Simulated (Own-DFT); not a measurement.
# Computed records: Hf$_{31}$SiO$_{64}$ (monoclinic hafnia with substituted atoms, atoms displaced), Hf$_{16}$O$_{31}$ (monoclinic hafnia with two neutral oxygen vacancies, strained, atoms displaced)

All values are calculated (Own-DFT development build). A calculation, not a measurement: plane-wave PBE and HSE06 DFT by an unreviewed code, no spin, of a simulated cell at Gamma alone, so results move with cell size and shape, stress positive in tension, energies less offsets, not probed for a lower state with spin; hafnium file: forces about 75 meV/angstrom off all-electron values; oxygen file: force components 24 meV/angstrom off all-electron in a glass; k mesh not checked against a denser one; forces and stress are PBE's, HSE06 gives the energy alone, and its difference from PBE has offsets of its own; offsets are fitted by least squares, one for each functional and potential file, so energies compare only between cells with the same atoms and settings and are not formation energies; the far tail of each file's local potential was reset to the Coulomb form; each entry is a single point on an unrelaxed cell, so the pressure reflects the starting lattice, mostly measured values, from which strain is counted, and rises with the displacements; printed positions are rounded, which can move forces by about a meV/angstrom; the program is a retired in-house code; no spin-orbit coupling.

Common to all runs: first functional PBE; second functional HSE06; exact exchange share 0.25; screening 0.11 1/bohr; exchange divergence Gygi-Baldereschi; potential files PseudoDojo norm-conserving, scalar-relativistic, made for PBE, standard set; wave cutoff 48 hartree; occupations fixed; k mesh 1 x 1 x 1 centred on Gamma.

(1) Hf$_{31}$SiO$_{64}$ (monoclinic hafnia with substituted atoms, atoms displaced)

```
Hf31SiO64
1.0
     10.2340     0.0000     0.0000
      0.0000    10.3500     0.0000
     -1.6955     0.0000    10.4453
Hf O Hf Si O Hf O Hf O Hf O Hf O Hf O Hf O
4 8 3 1 8 4 8 4 8 4 8 4 8 4 8 4 8
Direct
  0.13708 0.01769 0.10635
  0.36484 0.27075 0.14541
  0.36489 0.48212 0.40089
  0.13609 0.23633 0.35560
  0.03765 0.16380 0.17563
  0.45896 0.42185 0.08158
  0.46320 0.33369 0.32302
  0.03984 0.08250 0.41999
  0.21843 0.37540 0.23895
  0.27489 0.12773 0.01073
  0.27325 0.12278 0.26327
  0.21856 0.37277 0.48468
  0.13612 0.01797 0.60810
  0.36470 0.27573 0.64687
  0.35922 0.48362 0.89928
  0.13650 0.23189 0.85462
  0.03697 0.16318 0.66894
  0.46260 0.42234 0.57323
  0.46384 0.33350 0.82925
  0.03964 0.08435 0.93174
  0.22445 0.37695 0.73948
  0.27456 0.12725 0.51025
  0.27796 0.12270 0.76323
  0.22068 0.37071 0.98890
  0.13446 0.52319 0.10494
  0.35871 0.77323 0.14756
  0.36213 0.98077 0.39568
  0.13969 0.72739 0.35208
  0.03847 0.66633 0.17284
  0.47116 0.91646 0.08462
  0.46569 0.83383 0.32658
  0.03852 0.57891 0.42327
  0.22529 0.87805 0.24215
  0.27590 0.63257 0.00443
  0.27487 0.61900 0.26376
  0.22737 0.87109 0.48589
  0.13680 0.52132 0.59906
  0.36355 0.76605 0.64721
  0.35851 0.98168 0.89546
  0.13448 0.72616 0.85477
  0.03931 0.66820 0.67485
  0.46017 0.91350 0.57814
  0.46042 0.83458 0.83275
  0.03790 0.58383 0.92361
  0.22249 0.87774 0.74063
  0.27719 0.62914 0.51272
  0.27223 0.61992 0.75713
  0.21586 0.86927 0.98470
  0.63639 0.02419 0.10358
  0.85650 0.27267 0.14627
  0.86090 0.47731 0.39991
  0.63995 0.23109 0.35207
  0.53798 0.16486 0.18035
  0.96283 0.41395 0.08020
  0.96214 0.33391 0.33038
  0.53610 0.08513 0.42424
  0.72695 0.37982 0.24190
  0.77128 0.13172 0.00955
  0.77526 0.12613 0.26273
  0.72447 0.37040 0.48854
  0.63858 0.02232 0.60600
  0.85997 0.27346 0.64058
  0.86310 0.47862 0.89578
  0.63994 0.23025 0.85595
  0.53466 0.16479 0.67288
  0.96273 0.42014 0.57635
  0.96106 0.33467 0.82263
  0.53939 0.08390 0.92466
  0.72491 0.37823 0.73999
  0.77110 0.13641 0.50888
  0.77628 0.12280 0.75747
  0.72480 0.37152 0.98800
  0.64132 0.51861 0.10565
  0.86815 0.77401 0.14644
  0.86072 0.97895 0.39868
  0.64520 0.73170 0.35455
  0.54104 0.66709 0.17471
  0.96372 0.91559 0.08159
  0.96528 0.83065 0.32593
  0.53392 0.57952 0.42230
  0.72623 0.87695 0.23876
  0.76935 0.62888 0.00236
  0.77024 0.61363 0.26333
  0.72253 0.87070 0.49289
  0.63565 0.52022 0.60778
  0.85932 0.76996 0.64522
  0.85985 0.98069 0.89222
  0.63498 0.72882 0.85438
  0.53347 0.66706 0.67380
  0.96188 0.92132 0.58083
  0.96016 0.83692 0.82343
  0.54258 0.58210 0.92803
  0.72697 0.87748 0.73913
  0.77678 0.63133 0.51266
  0.77451 0.61911 0.75775
  0.72586 0.86554 0.98799
```

| Item | Value |
| --- | --- |
| PBE energy of cell above offsets | -90.156 eV |
| HSE06 less PBE above offsets | 0.147 eV |
| PBE pressure | 2.97 GPa |
| PBE stress xx | -2.59 GPa |
| PBE stress yy | -2.78 GPa |
| PBE stress zz | -3.56 GPa |
| PBE stress yz | -0.03 GPa |
| PBE stress xz | -0.2 GPa |
| PBE stress xy | 0.07 GPa |

Force:
```csv
element,x (eV/Å),y (eV/Å),z (eV/Å)
Hf,0.369,1.597,0.595
Hf,-1.322,-0.327,0.508
Hf,-0.399,-0.597,-1.948
Hf,0.438,-1.781,-0.599
O,-1.254,0.56,-0.334
O,0.477,0.054,-0.301
O,0.077,0.265,0.643
O,-1.433,-0.805,0.359
O,0.48,0.761,-0.534
O,0.153,0.407,-0.143
O,0.631,-0.325,-0.325
O,0.633,0.526,1.264
Hf,1.344,0.276,-0.941
Hf,-0.819,-1.42,-0.106
Hf,0.53,-0.572,-0.541
Si,-1.116,-0.35,-0.748
O,-0.508,1.611,1.916
O,-0.092,-0.914,1.361
O,0.358,0.256,0.014
O,0.471,1.933,-2.173
O,-0.801,-0.529,0.695
O,0.329,0.711,0.838
O,-1.091,0.849,0.658
O,-0.419,-1.423,-1.514
Hf,0.771,-1.547,0.244
Hf,1.618,-0.318,0.04
Hf,-0.196,0.261,0.328
Hf,0.136,0.541,1.288
O,-0.589,0.279,-0.217
O,-1.205,-0.115,-0.702
O,0.248,-0.241,0.126
O,-0.277,0.597,-0.614
O,-0.085,-0.287,-0.56
O,-0.042,-0.374,0.987
O,0.248,0.275,-0.715
O,-0.722,-0.573,0.22
Hf,0.057,-0.119,1.08
Hf,-0.99,1.419,-0.194
Hf,-0.166,-0.085,0.243
Hf,0.624,1.111,-0.858
O,-0.901,0.051,-0.648
O,1.181,0.605,0.309
O,0.643,-0.579,-0.182
O,-1.068,-0.667,0.207
O,0.13,0.155,-0.174
O,0.016,-0.157,-0.356
O,0.478,-0.316,0.553
O,0.731,0.444,0.972
Hf,0.288,-0.827,0.323
Hf,1.613,-1,0.356
Hf,0.155,0.481,-0.782
Hf,-0.939,-0.19,0.817
O,-0.455,0.096,-1.177
O,0.377,0.822,-0.399
O,-0.217,-0.001,-0.192
O,0.064,-0.15,0.147
O,-0.461,-0.377,-0.415
O,0.641,-0.132,0.122
O,0.446,-0.858,-0.102
O,-0.366,0.619,0.451
Hf,-0.847,-0.303,-0.606
Hf,0.614,-0.473,0.668
Hf,-0.257,0.383,0.097
Hf,-0.486,-0.086,-0.515
O,-0.24,0.517,0.28
O,0.037,-0.319,0.528
O,2.476,-1.495,0.741
O,-0.763,-0.209,-0.247
O,-0.156,0,-0.24
O,0.547,-1.056,0.118
O,0.055,-0.267,0.381
O,-0.197,-0.038,0.25
Hf,-0.727,1.108,0.151
Hf,-1.563,-0.795,-0.47
Hf,1.195,0.73,-0.358
Hf,-1.63,-0.692,-0.565
O,-0.913,0.222,-0.289
O,0.264,0.529,-0.77
O,-0.254,0.243,0.543
O,1.074,0.95,0.221
O,0.16,0.403,0.327
O,1.288,-0.1,1.316
O,1.095,0.626,-0.161
O,0.283,0.386,-0.335
Hf,0.754,0.547,-0.787
Hf,0.577,0.095,0.352
Hf,0.255,-0.09,0.453
Hf,0.29,0.255,0.497
O,0.377,-0.441,0.009
O,-0.441,-0.457,-0.482
O,0.631,-0.347,0.669
O,-1.609,-0.469,-0.902
O,-0.735,0.415,-0.084
O,-0.234,-0.429,-0.224
O,0.1,0.04,0.209
O,0.159,1.012,0.059
```

(2) Hf$_{16}$O$_{31}$ (monoclinic hafnia with two neutral oxygen vacancies, strained, atoms displaced)

```
Hf16O31
1.0
     10.0394    -0.1036    -0.0112
     -0.1047    10.5231    -0.1503
     -1.6747    -0.1345    10.3672
Hf O Hf O Hf O Hf O Hf O Hf O Hf O Hf O
4 7 4 7 4 8 4 8 4 8 4 8 4 8 4 8
Direct
  0.13794 0.01866 0.10626
  0.35677 0.27195 0.14686
  0.36958 0.47804 0.39573
  0.13662 0.22860 0.35063
  0.03265 0.16522 0.17164
  0.46187 0.41446 0.07167
  0.46574 0.33261 0.32547
  0.03892 0.08211 0.41917
  0.22409 0.37648 0.23841
  0.27587 0.12452 0.01428
  0.27542 0.11906 0.26032
  0.14316 0.01922 0.60629
  0.35921 0.26277 0.64372
  0.35828 0.48274 0.89742
  0.13476 0.23188 0.85309
  0.03620 0.16640 0.67499
  0.46365 0.41664 0.58262
  0.46273 0.33291 0.82195
  0.04217 0.08076 0.92311
  0.27553 0.12724 0.50998
  0.27568 0.12158 0.76076
  0.22590 0.36714 0.98932
  0.13826 0.51693 0.10130
  0.36467 0.77403 0.14613
  0.36537 0.98330 0.39590
  0.13715 0.73131 0.35652
  0.03330 0.65992 0.17268
  0.46544 0.92036 0.08156
  0.45979 0.83805 0.32505
  0.03679 0.57991 0.42708
  0.21903 0.88005 0.23811
  0.27423 0.63056 0.01358
  0.27263 0.61519 0.26180
  0.22526 0.87195 0.49612
  0.13758 0.51844 0.60127
  0.36511 0.76659 0.64962
  0.35634 0.98296 0.89248
  0.13952 0.72997 0.85441
  0.03689 0.66657 0.67135
  0.45764 0.91446 0.57060
  0.46605 0.83251 0.82747
  0.03385 0.58121 0.92619
  0.21896 0.87598 0.73424
  0.27127 0.62785 0.50671
  0.27110 0.62165 0.75919
  0.22251 0.86956 0.99704
  0.64121 0.01556 0.10607
  0.86101 0.27047 0.14426
  0.86246 0.48515 0.39392
  0.63707 0.23091 0.35479
  0.53446 0.16865 0.17154
  0.95903 0.41235 0.07500
  0.95898 0.33472 0.32570
  0.53839 0.08425 0.42675
  0.72085 0.38154 0.24049
  0.77886 0.13103 0.00859
  0.77713 0.12037 0.25938
  0.72474 0.36871 0.49570
  0.63485 0.01840 0.60735
  0.86495 0.27209 0.64422
  0.86521 0.47789 0.89774
  0.63736 0.23308 0.85556
  0.53305 0.16766 0.66984
  0.96733 0.41557 0.57720
  0.96480 0.33101 0.82546
  0.53899 0.08308 0.92101
  0.72339 0.38483 0.74062
  0.77508 0.12735 0.50848
  0.77513 0.12469 0.76501
  0.72461 0.37086 0.98529
  0.63693 0.51721 0.10106
  0.86227 0.77174 0.14557
  0.86161 0.98014 0.39391
  0.63857 0.72840 0.35677
  0.53532 0.66572 0.17204
  0.96109 0.91610 0.07411
  0.96819 0.83148 0.32851
  0.53410 0.58357 0.42663
  0.72207 0.87780 0.24297
  0.77185 0.62915 0.00938
  0.77505 0.62073 0.26109
  0.72421 0.87347 0.49204
  0.63623 0.51715 0.59978
  0.85989 0.76727 0.63979
  0.86178 0.98118 0.89326
  0.63547 0.72939 0.85999
  0.53714 0.66477 0.67542
  0.95829 0.91780 0.57914
  0.96562 0.83304 0.82945
  0.54040 0.58071 0.92127
  0.72723 0.87729 0.73905
  0.77229 0.62989 0.50647
  0.77701 0.61973 0.75440
  0.72032 0.86458 0.98647
```

| Item | Value |
| --- | --- |
| PBE energy of cell above offsets | -90.239 eV |
| HSE06 less PBE above offsets | 0.258 eV |
| PBE pressure | 6.2 GPa |
| PBE stress xx | -9.87 GPa |
| PBE stress yy | -1.08 GPa |
| PBE stress zz | -7.64 GPa |
| PBE stress yz | -2.47 GPa |
| PBE stress xz | -1.71 GPa |
| PBE stress xy | -3.13 GPa |

Force:
```csv
element,x (eV/Å),y (eV/Å),z (eV/Å)
Hf,0.232,0.001,0.101
Hf,1.227,-0.886,-0.666
Hf,-2.57,-0.389,-0.181
Hf,-0.195,0.086,0.785
O,0.02,0.28,-0.254
O,0.178,0.045,0.565
O,0.026,0.146,0.484
O,-0.447,-0.292,0.237
O,-0.418,0.101,0.268
O,0.579,0.367,-0.391
O,0.035,0.457,0.177
Hf,-1.267,-0.506,-0.609
Hf,0.377,2.166,0.163
Hf,0.837,-0.71,-1.172
Hf,0.306,-0.832,0.296
O,-0.032,-0.091,-0.733
O,-0.714,-0.27,-0.688
O,-0.725,0.529,0.892
O,-0.635,-0.168,-0.443
O,-0.025,0.213,-0.305
O,0.187,-0.361,0.161
O,-0.661,0.46,-0.36
Hf,-0.102,0.741,1.399
Hf,-0.701,-0.191,0.206
Hf,-1.372,-0.51,-0.468
Hf,1.04,-0.802,-0.209
O,-0.534,0.524,-0.022
O,-0.194,-0.174,-0.517
O,1.187,-0.982,0.44
O,-0.153,0.554,-0.917
O,0.087,-0.38,0.496
O,0.447,-0.337,-0.611
O,0.367,0.354,-0.151
O,-0.453,-0.296,-0.938
Hf,0.948,0.485,0.756
Hf,-0.193,-0.055,-1.217
Hf,0.671,-0.043,0.962
Hf,-1.319,-0.004,0.072
O,-0.391,0.107,-0.181
O,1.135,0.159,1.199
O,-0.898,0.645,0.547
O,0.867,0.539,-0.48
O,0.418,0.39,1.297
O,0.72,0.079,0.588
O,0.586,-0.775,0.484
O,0.431,0.019,-1.191
Hf,-0.132,1.498,-0.373
Hf,-0.605,-0.216,0.276
Hf,-0.679,-1.125,-0.083
Hf,0.627,-0.677,-0.252
O,0.207,-0.318,-0.085
O,1.231,0.532,0.234
O,0.944,-0.301,0.487
O,-0.319,0.079,-0.496
O,-0.047,-0.106,-0.294
O,-0.094,-0.502,0.328
O,-0.155,-0.199,0.154
O,-0.012,0.328,-0.834
Hf,0.96,0.314,0.261
Hf,-0.971,-0.377,-0.1
Hf,-1.624,0.592,-1.519
Hf,-0.302,-0.472,-0.671
O,0.46,-0.538,-0.038
O,-0.214,-0.137,-0.08
O,0.186,0.371,0.526
O,-0.871,-0.688,-0.033
O,0.323,-0.811,-0.108
O,0.387,0.181,0.395
O,0.211,-0.289,-0.604
O,-0.579,0.15,0.897
Hf,0.308,0.303,0.619
Hf,0.371,-0.746,-0.257
Hf,-0.111,0.335,0.742
Hf,-0.399,0.334,-0.497
O,-0.146,0.108,0.041
O,-0.167,-0.001,0.493
O,-0.773,0.315,0
O,0.571,0.796,-0.615
O,0.277,-0.067,-0.399
O,0.854,-0.038,0.409
O,0.089,0.246,0.027
O,-0.654,-0.667,-0.73
Hf,0.627,0.216,2.291
Hf,0.138,0.544,1.709
Hf,-0.075,-0.298,-0.415
Hf,1.302,-1.198,-1.773
O,-0.606,0.319,-0.57
O,1.258,0.697,-0.201
O,0.355,-0.29,-0.046
O,-1.352,-0.525,-0.082
O,-0.514,0.447,-0.128
O,0.513,-0.122,-0.412
O,0.075,0.137,0.667
O,0.218,1.479,1.263
```
